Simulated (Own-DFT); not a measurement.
Simulation results for Si$_{23}$GeO$_{48}$ (quartz with substituted atoms, atoms displaced)

A calculation, not a measurement: plane-wave PBE and HSE06 DFT by an unreviewed code, no spin, of a simulated cell at Gamma alone, so results move with cell size and shape, stress positive in tension, energies less offsets, not probed for a lower state with spin; oxygen file: force components 24 meV/angstrom off all-electron in a glass; k mesh not checked against a denser one; forces and stress are PBE's, HSE06 gives the energy alone, and its difference from PBE has offsets of its own; offsets are fitted by least squares, one for each functional and potential file, so energies compare only between cells with the same atoms and settings and are not formation energies; the far tail of each file's local potential was reset to the Coulomb form; each entry is a single point on an unrelaxed cell, so the pressure reflects the starting lattice, mostly measured values (interpolated for alloys), from which strain is counted, and rises with the displacements; printed positions are rounded, which can move forces by about a meV/angstrom; the program, named Own-DFT, is a retired in-house code; no spin-orbit coupling. Program: Own-DFT development build.

Settings shared by all entries: first functional PBE; second functional HSE06; exact exchange share 0.25; screening 0.11 1/bohr; exchange divergence Gygi-Baldereschi; potential files PseudoDojo norm-conserving, scalar-relativistic, made for PBE, standard set; wave cutoff 48 hartree; occupations fixed; k mesh 1 x 1 x 1 centred on Gamma.

(1) Si$_{23}$GeO$_{48}$ (quartz with substituted atoms, atoms displaced)

```
CELL_PARAMETERS angstrom
9.82680 0.00000 0.00000
-4.91340 8.51030 0.00000
0.00000 0.00000 10.81040
ATOMIC_POSITIONS crystal
Si 0.23402 0.00396 0.99227
Si 0.99432 0.23003 0.33356
Si 0.26400 0.26071 0.17294
O 0.21896 0.14081 0.05733
O 0.42501 0.29431 0.22371
O 0.37202 0.06805 0.38732
O 0.07675 0.36573 0.43818
O 0.12692 0.20307 0.27021
O 0.29539 0.43035 0.11274
Si 0.24122 0.00662 0.49624
Si 0.99797 0.22804 0.82802
Si 0.26869 0.26624 0.66652
O 0.20702 0.12806 0.56139
O 0.43217 0.30185 0.72938
O 0.36791 0.06806 0.89682
O 0.06843 0.36544 0.94174
O 0.14084 0.21179 0.76868
O 0.29718 0.43565 0.60893
Si 0.23867 0.50138 0.99140
Si 0.99783 0.73140 0.33635
Si 0.26468 0.76658 0.16389
O 0.20655 0.62035 0.05899
O 0.42742 0.78249 0.22554
O 0.35986 0.56569 0.39168
O 0.06727 0.85870 0.43683
O 0.12416 0.70222 0.26714
O 0.30018 0.92495 0.11326
Si 0.24108 0.50956 0.50927
Si 0.00037 0.74136 0.83059
Si 0.27259 0.77836 0.67263
O 0.22015 0.64214 0.55832
O 0.42960 0.79209 0.72258
O 0.37507 0.56972 0.89594
O 0.07244 0.86507 0.93540
O 0.13506 0.70593 0.76810
O 0.28508 0.92127 0.61368
Si 0.72944 0.99311 0.00072
Si 0.50316 0.23608 0.33328
Si 0.77218 0.26574 0.16650
O 0.69750 0.13145 0.06355
O 0.92508 0.29569 0.23581
O 0.86178 0.06771 0.39634
O 0.57299 0.36523 0.44681
O 0.63332 0.20514 0.26762
O 0.79351 0.42615 0.10716
Ge 0.72862 0.00314 0.50191
Si 0.50313 0.24509 0.83841
Si 0.76139 0.26897 0.67292
O 0.70271 0.13216 0.56162
O 0.93128 0.29135 0.72514
O 0.86184 0.07044 0.87931
O 0.56754 0.36597 0.94332
O 0.62724 0.20396 0.77723
O 0.78874 0.41604 0.60411
Si 0.73674 0.50569 0.00551
Si 0.50128 0.73802 0.33726
Si 0.77727 0.77188 0.16354
O 0.71722 0.64174 0.05635
O 0.93496 0.78614 0.22619
O 0.85877 0.57060 0.39175
O 0.57998 0.86488 0.44058
O 0.63271 0.70139 0.27352
O 0.79405 0.92448 0.09886
Si 0.74032 0.49645 0.50209
Si 0.49605 0.74610 0.83330
Si 0.76629 0.76246 0.66709
O 0.71140 0.63866 0.56209
O 0.92547 0.78897 0.72568
O 0.86223 0.57180 0.89498
O 0.58668 0.87287 0.94571
O 0.63227 0.71804 0.77222
O 0.80248 0.92818 0.60723
```

```
PBE energy of cell above offsets : -16.339 eV
HSE06 less PBE above offsets     : -0.319 eV
PBE pressure                     : 11.35 GPa
PBE stress xx                    : -11.16 GPa
PBE stress yy                    : -11.42 GPa
PBE stress zz                    : -11.48 GPa
PBE stress yz                    : -0.36 GPa
PBE stress xz                    : -1.21 GPa
PBE stress xy                    : 1.23 GPa
```

Force:
```
element  x (eV/Å)  y (eV/Å)  z (eV/Å)
     Si     0.689    -1.702     4.322
     Si     1.461     0.483     2.639
     Si    -2.271     2.756    -2.972
      O    -0.787    -0.717      -0.3
      O     3.315     -0.05     2.512
      O    -0.631    -0.548     0.921
      O     0.277     0.702     1.299
      O    -0.123     -1.33     0.762
      O    -0.112    -0.966    -0.979
     Si     0.119    -3.981    -0.364
     Si     1.125     2.391     1.881
     Si     0.408     1.987    -1.829
      O    -0.791     1.772     0.494
      O     -0.15    -0.085    -0.568
      O     1.921     2.116    -2.913
      O     0.361    -1.345    -1.549
      O    -1.317    -1.102     1.829
      O     2.301    -2.522      2.58
     Si     0.665    -3.891     3.481
     Si     1.357    -1.899    -1.101
     Si     2.008    -4.879     1.583
      O    -2.439     4.123     1.742
      O    -2.059     0.986    -1.259
      O     0.987     1.661    -0.166
      O     1.615     4.171     3.488
      O     1.751    -0.384    -0.124
      O    -2.781     4.118    -3.753
     Si     -0.12    -3.431    -5.314
     Si     1.714    -4.491     0.265
     Si     0.974    -5.312    -1.692
      O    -2.692     3.727     2.435
      O    -0.779      1.65    -0.724
      O      1.21     2.597    -2.597
      O     0.025     1.939     1.976
      O    -2.061    -0.609     2.439
      O    -2.147     5.592    -3.515
     Si     3.779     9.229     1.136
     Si     0.216     1.221    -1.037
     Si    -1.838     0.371    -0.378
      O     1.773    -1.633    -1.537
      O    -0.277     0.703     -1.53
      O     3.884     2.573    -4.987
      O    -0.443    -1.109    -0.856
      O    -0.808     0.031     1.293
      O     0.261      0.26      0.32
     Ge     5.308    -1.313     2.834
     Si    -0.507    -3.202    -0.855
     Si     3.249    -3.858     0.478
      O    -5.534     6.734     4.553
      O     -2.75     0.851    -2.019
      O    -1.292     -2.43      2.68
      O     0.676     2.737     2.623
      O     0.687     0.097    -0.048
      O      0.12     2.675     0.195
     Si     0.725    -2.642    -1.549
     Si      1.03    -3.891    -1.278
     Si    -1.216    -1.807     3.099
      O    -1.459     1.191     0.583
      O    -3.188     1.396    -2.748
      O     0.937    -0.303    -0.496
      O    -5.023     -5.24     -2.09
      O     1.239     1.136    -1.014
      O     1.722     0.549     1.718
     Si    -3.362     1.756    -0.158
     Si     4.201    -2.607     2.506
     Si    -2.351     2.282     0.715
      O      1.19    -3.414    -2.123
      O    -0.006     0.883    -0.872
      O     1.108     1.371    -1.524
      O    -6.577      -7.3    -4.682
      O     0.203    -0.283     0.377
      O       1.3    -0.544     1.741
```

(2) Si$_{23}$GeO$_{48}$ (quartz with substituted atoms, atoms displaced)

```
CELL_PARAMETERS angstrom
9.82680 0.00000 0.00000
-4.91340 8.51030 0.00000
0.00000 0.00000 10.81040
ATOMIC_POSITIONS crystal
Si 0.24088 0.00638 0.00072
Si 0.99625 0.22861 0.32990
Si 0.26127 0.27663 0.16539
O 0.21604 0.13881 0.05948
O 0.42394 0.29890 0.22394
O 0.35997 0.06643 0.38790
O 0.07340 0.35784 0.44578
O 0.12959 0.20328 0.27289
O 0.29151 0.42524 0.10073
Si 0.23013 0.99922 0.50432
Si 0.99708 0.23488 0.84107
Ge 0.25987 0.26689 0.66583
O 0.20989 0.13031 0.56127
O 0.41733 0.28373 0.73464
O 0.36363 0.07332 0.89067
O 0.06531 0.35855 0.94425
O 0.13763 0.20877 0.77005
O 0.28967 0.43808 0.61475
Si 0.23388 0.49607 0.00593
Si 0.99092 0.72744 0.33724
Si 0.27176 0.77968 0.16536
O 0.20676 0.63797 0.05991
O 0.42885 0.79526 0.22020
O 0.36424 0.56878 0.39771
O 0.06739 0.85810 0.44240
O 0.13641 0.71250 0.27005
O 0.30318 0.92797 0.10421
Si 0.23896 0.49870 0.49855
Si 0.00280 0.73873 0.83933
Si 0.26166 0.76870 0.66853
O 0.18872 0.61685 0.55498
O 0.42414 0.78573 0.73199
O 0.36877 0.57936 0.89594
O 0.07854 0.86173 0.94456
O 0.13636 0.70557 0.77236
O 0.29189 0.92403 0.60908
Si 0.73041 0.00441 0.99482
Si 0.50301 0.23947 0.34154
Si 0.76247 0.26447 0.15885
O 0.69528 0.12937 0.05526
O 0.92791 0.29179 0.22517
O 0.86918 0.06854 0.39911
O 0.57388 0.36983 0.43905
O 0.63622 0.20889 0.27692
O 0.79787 0.42560 0.11309
Si 0.73427 0.99711 0.49259
Si 0.48313 0.22521 0.82866
Si 0.77231 0.26474 0.66421
O 0.70720 0.13734 0.56469
O 0.92186 0.29216 0.72916
O 0.86857 0.06660 0.88799
O 0.58188 0.36728 0.94262
O 0.63269 0.20715 0.77164
O 0.79137 0.42184 0.60325
Si 0.73332 0.49292 0.00002
Si 0.49752 0.73849 0.33384
Si 0.76817 0.77031 0.16998
O 0.71064 0.62958 0.06232
O 0.92332 0.79534 0.22724
O 0.86034 0.57611 0.38883
O 0.58464 0.87999 0.44647
O 0.62571 0.70310 0.27371
O 0.79957 0.92847 0.11328
Si 0.72555 0.49512 0.50397
Si 0.50548 0.74310 0.83742
Si 0.76370 0.76538 0.66331
O 0.70301 0.62346 0.55896
O 0.92671 0.79022 0.71901
O 0.85969 0.56495 0.88726
O 0.57683 0.86899 0.92952
O 0.62522 0.70457 0.77390
O 0.80078 0.92952 0.60381
```

```
PBE energy of cell above offsets : -14.939 eV
HSE06 less PBE above offsets     : -0.288 eV
PBE pressure                     : 12.04 GPa
PBE stress xx                    : -10.06 GPa
PBE stress yy                    : -15.29 GPa
PBE stress zz                    : -10.79 GPa
PBE stress yz                    : 0.97 GPa
PBE stress xz                    : -1.38 GPa
PBE stress xy                    : -0.18 GPa
```

Force:
```
element  x (eV/Å)  y (eV/Å)  z (eV/Å)
     Si    -0.061    -1.528     0.927
     Si    -0.658     1.161     2.629
     Si     3.905    -5.099     2.378
      O    -1.245     0.797      0.33
      O     1.103    -0.156     1.695
      O    -0.117     0.658     0.972
      O     -0.06    -1.176    -1.454
      O     1.096    -0.089    -0.901
      O     1.282     1.443     1.859
     Si     1.905    -2.858    -3.149
     Si      1.31    -0.721    -4.997
     Ge     2.702     3.256    -4.066
      O    -1.376    -0.881    -2.358
      O     -0.38     3.049    -3.107
      O    -0.441     -3.14     1.075
      O     0.772     2.587     2.667
      O    -8.252    -3.349     8.858
      O     0.903     1.916    -0.082
     Si    -3.689     4.506    -5.025
     Si     2.535     3.516    -3.238
     Si     0.084    -6.352     1.577
      O     0.528    -0.796    -0.049
      O     1.607     0.287     1.576
      O     2.756     3.102    -3.502
      O     0.326     1.605     1.418
      O    -1.139     0.003     0.847
      O    -1.974     5.498    -2.861
     Si    -4.018     -1.13      1.72
     Si    -0.599    -3.229    -3.436
     Si     3.899    -4.192    -1.569
      O    -0.659      3.66     2.065
      O    -2.814     1.078    -2.763
      O    -0.632    -1.417     1.338
      O    -0.193     1.724     1.535
      O    -2.777    -0.462     2.532
      O    -0.664     2.411    -1.113
     Si      3.38    -1.811     1.115
     Si     -1.48    -2.977    -4.946
     Si     1.002    -1.882     4.181
      O    -0.384     0.382    -0.059
      O    -1.246    -0.329    -1.244
      O      1.87     1.427     -2.99
      O    -1.765    -0.099     1.176
      O     0.082     0.019    -0.558
      O    -1.116     2.976    -2.091
     Si     3.446     6.931     7.756
     Si     8.725     3.276     3.261
     Si    -4.193     0.776     1.847
      O     1.383    -3.986    -3.849
      O     4.022     0.494     2.388
      O    -1.004    -1.184     1.432
      O    -3.155    -4.619    -2.547
      O    -1.129    -0.089     0.401
      O    -0.052     0.952    -0.176
     Si     1.697      2.92     1.376
     Si     0.006    -0.138     0.878
     Si    -1.161    -3.679    -0.914
      O    -0.538     1.157     0.797
      O     2.641     0.275     1.655
      O    -1.989    -4.537     2.429
      O      -6.9    -8.936    -5.462
      O     0.513     0.253    -0.018
      O    -2.934     3.337    -3.217
     Si     5.111    -0.092    -1.521
     Si    -1.491     -6.35    -3.783
     Si    -0.608    -1.009      1.16
      O    -3.064     3.832     2.288
      O     1.203    -0.009     1.773
      O     0.977     1.517    -0.082
      O       0.2     5.439     5.671
      O     3.488     0.075    -2.103
      O    -0.501     0.005    -0.346
```

(3) Si$_{23}$GeO$_{48}$ (quartz with substituted atoms, atoms displaced)

```
CELL_PARAMETERS angstrom
9.82680 0.00000 0.00000
-4.91340 8.51030 0.00000
0.00000 0.00000 10.81040
ATOMIC_POSITIONS crystal
Si 0.23359 0.00469 0.99662
Si 0.00135 0.22882 0.33171
Si 0.27214 0.27013 0.16133
O 0.20034 0.13332 0.07161
O 0.43173 0.30087 0.22753
O 0.36247 0.07661 0.39573
O 0.07420 0.37281 0.43402
O 0.12211 0.20701 0.27770
O 0.29883 0.42893 0.10770
Si 0.23063 0.99462 0.50100
Si 0.00230 0.24238 0.82587
Si 0.26037 0.26573 0.66212
O 0.20901 0.13190 0.55406
O 0.42385 0.28852 0.72773
O 0.35754 0.07996 0.90145
O 0.07359 0.37335 0.93834
O 0.12985 0.20855 0.77603
O 0.30393 0.43322 0.60892
Si 0.23540 0.50681 0.00192
Si 0.00723 0.73908 0.33179
Si 0.26180 0.76107 0.15982
O 0.20999 0.63901 0.06415
O 0.42907 0.79973 0.21939
O 0.36861 0.57886 0.39526
O 0.08389 0.87223 0.43935
O 0.12691 0.70311 0.27949
O 0.29079 0.92591 0.11116
Si 0.23108 0.50263 0.50082
Si 0.01004 0.74290 0.83449
Si 0.26372 0.76963 0.66886
O 0.21800 0.64001 0.56073
O 0.42903 0.78409 0.73223
O 0.36006 0.57594 0.89505
O 0.07770 0.87848 0.94076
O 0.12536 0.69352 0.76337
O 0.29756 0.92426 0.60834
Si 0.73729 0.00096 0.00369
Si 0.50898 0.23687 0.33756
Ge 0.76200 0.26813 0.17090
O 0.70645 0.13240 0.04779
O 0.93704 0.30014 0.23303
O 0.86442 0.07106 0.39058
O 0.57369 0.37758 0.44058
O 0.63387 0.20809 0.27417
O 0.80286 0.42534 0.10664
Si 0.73831 0.00217 0.49998
Si 0.50715 0.24150 0.82973
Si 0.77023 0.26159 0.66837
O 0.71427 0.13514 0.55629
O 0.93018 0.29657 0.72526
O 0.86276 0.07304 0.89217
O 0.57541 0.37050 0.94234
O 0.63611 0.21174 0.77849
O 0.78335 0.42010 0.61569
Si 0.73685 0.49324 0.99858
Si 0.50173 0.73310 0.33636
Si 0.76941 0.76003 0.16674
O 0.70302 0.62185 0.06367
O 0.92587 0.79062 0.22677
O 0.88209 0.56978 0.39127
O 0.57313 0.86146 0.43527
O 0.64000 0.71564 0.27969
O 0.78927 0.92581 0.10404
Si 0.73502 0.49974 0.50295
Si 0.50542 0.74673 0.83812
Si 0.76592 0.76447 0.66439
O 0.70925 0.63417 0.55703
O 0.91977 0.79226 0.71871
O 0.86607 0.58247 0.88728
O 0.57379 0.86479 0.93344
O 0.63148 0.70589 0.76643
O 0.79178 0.92067 0.60921
```

```
PBE energy of cell above offsets : -15.366 eV
HSE06 less PBE above offsets     : -0.350 eV
PBE pressure                     : 12.68 GPa
PBE stress xx                    : -13.45 GPa
PBE stress yy                    : -13.48 GPa
PBE stress zz                    : -11.12 GPa
PBE stress yz                    : -2.44 GPa
PBE stress xz                    : 1.55 GPa
PBE stress xy                    : 1.32 GPa
```

Force:
```
element  x (eV/Å)  y (eV/Å)  z (eV/Å)
     Si    -0.586     0.283     7.505
     Si    -6.473     2.384     4.031
     Si    -1.142     0.478     5.381
      O     0.544    -3.621    -3.411
      O     1.171    -0.483     0.842
      O     1.684      0.86    -0.838
      O    -0.073    -0.311     1.264
      O     10.83    -0.682    -5.413
      O    -1.436     2.103    -1.206
     Si     3.417     2.828     1.335
     Si    -0.376     -2.04     5.944
     Si     1.418    -0.791     1.087
      O    -1.566     1.669     1.861
      O    -1.376     0.234    -1.302
      O     4.528     3.747    -5.088
      O    -0.376    -0.338    -0.146
      O     3.067    -0.325    -2.134
      O    -1.286     0.404     -1.03
     Si     0.882    -2.207     0.021
     Si    -3.338    -0.515     2.271
     Si    -0.385     4.525     7.542
      O     -0.66    -4.584    -4.555
      O     1.199     -0.96      1.52
      O    -0.635    -2.006     0.513
      O    -3.266    -3.659    -1.873
      O     6.018    -0.039    -3.988
      O    -1.534     1.474     -1.86
     Si     2.156    -0.953    -0.813
     Si    -2.733    -0.297    -2.166
     Si     5.061    -2.367     0.015
      O    -1.389     0.865     0.516
      O    -5.379     1.783    -4.357
      O     1.469     1.399    -0.986
      O    -2.001    -3.251    -2.093
      O    -1.888      0.09     2.481
      O    -1.298     3.063    -1.065
     Si    -0.556    -0.821    -3.531
     Si    -4.898     0.292     0.421
     Ge     7.521    -4.645    -2.335
      O    -2.068     1.662     1.341
      O     -1.14     0.482    -1.512
      O    -0.051    -0.818      0.46
      O    -0.103    -1.617    -0.876
      O    -3.214    -3.186     5.273
      O    -2.585     7.912     -4.53
     Si     0.817     -3.64    -0.751
     Si    -2.925    -1.004      2.78
     Si    -2.926      0.01    -0.604
      O    -1.386     1.312     1.269
      O     -0.52     1.261    -1.811
      O     1.113     1.567    -1.441
      O    -0.902    -1.874    -1.177
      O     3.065    -1.032     -1.32
      O    -0.096     0.743    -0.888
     Si     0.986     2.409     0.502
     Si    -1.926     0.243    -3.952
     Si    -3.603     0.501    -0.304
      O    -0.078     0.692     0.363
      O     1.492     0.875     0.324
      O    -2.329    -1.011     2.196
      O     0.482      4.06     3.617
      O     2.133    -0.546    -1.669
      O      2.47    -2.496      2.61
     Si     2.744      1.05    -1.103
     Si     2.639    -8.567    -3.827
     Si    -2.658    -2.254     0.035
      O     -0.43     0.227    -0.357
      O     6.373     0.616     3.618
      O     0.163    -0.851     1.099
      O     1.058     6.451     6.892
      O    -1.173    -0.446     1.737
      O    -1.737     3.685    -2.352
```
